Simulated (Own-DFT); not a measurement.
# Which defects push the lattice out? zincblende GaP

No measurement is shown. These are fixed-geometry runs of a retired plane-wave code named Own-DFT, which no person has reviewed; spin and spin-orbit coupling are neglected.

Common settings: PBE; PseudoDojo norm-conserving scalar-relativistic files; cutoff 42 hartree; 3 x 3 x 3 k mesh centred on Gamma; Fermi-Dirac smearing of 0.1 eV.

Caveats (not all hold for every row): not probed for a lower state with spin; forces on such cells failed a check on a denser k mesh; forces on such cells passed a denser k mesh, each cell not checked; stress not checked against mesh or cutoff.

All runs share one cell, with vectors in Å (10.901, 0.000, 0.000); (0.000, 10.901, 0.000); (0.000, 0.000, 10.901) and a volume of 1295.4 Å³. The atoms are randomly displaced, by u rms on each axis. The defect's site can differ from row to row.

| cell | formula | u (Å) | P (GPa) |
|---|---|---|---|
| no defect | Ga32P32 | 0.0207 | 2.72 |
| no defect | Ga32P32 | 0.0502 | 3.32 |
| no defect | Ga32P32 | 0.0533 | 3.42 |
| one In on a Ga site | Ga31InP32 | 0.0293 | 3.74 |
| one In on a Ga site | Ga31InP32 | 0.0309 | 3.69 |
| one In on a Ga site | Ga31InP32 | 0.0512 | 3.98 |
| one In on a Ga site | Ga31InP32 | 0.0532 | ? |
| one Ga on a P site and one P on a Ga site | Ga32P32 | 0.0303 | 2.97 |
| one Ga on a P site and one P on a Ga site | Ga32P32 | 0.0315 | 3.02 |
| one Ga on a P site and one P on a Ga site | Ga32P32 | 0.0532 | 3.49 |
| two P on a Ga site each | Ga30P34 | 0.0491 | 3.36 |
| two P on a Ga site each | Ga30P34 | 0.0492 | 3.29 |
| two P on a Ga site each | Ga30P34 | 0.0544 | 3.45 |
| two P vacancies | Ga32P30 | 0.0276 | 2.29 |
| two P vacancies | Ga32P30 | 0.0320 | 2.15 |
| two P vacancies | Ga32P30 | 0.0521 | 2.77 |

## Worked fit

P = P0 + c u² + a shift for each defect gives P0 = 2.66 GPa, c = 258 ± 25 GPa/Å² and a scatter of 0.08 GPa. The shifts, and each times the cell's volume:

- one In on a Ga site: 0.76 ± 0.07 GPa, 6.2 eV
- one Ga on a P site and one P on a Ga site: 0.09 ± 0.07 GPa, 0.7 eV (not resolved)
- two P on a Ga site each: 0.04 ± 0.07 GPa, 0.3 eV (0.2 eV for each of its 2 sites) (not resolved)
- two P vacancies: -0.64 ± 0.07 GPa, -5.2 eV (-2.6 eV for each of its 2 sites)

A positive shift means that the defect pushes the cell outwards. Shift times volume (160.2 GPa Å³ is 1 eV) depends little on the cell's size, so, taken for each site, it can be compared between cells at like pressure. The atoms around the defects weren't relaxed, which would change these numbers.

## Withheld run

Asked: what pressure belongs in the blank (one In on a Ga site, u = 0.0532 Å)?

The fit gives 4.15 ± 0.10 GPa. DFT gave 4.32 GPa.
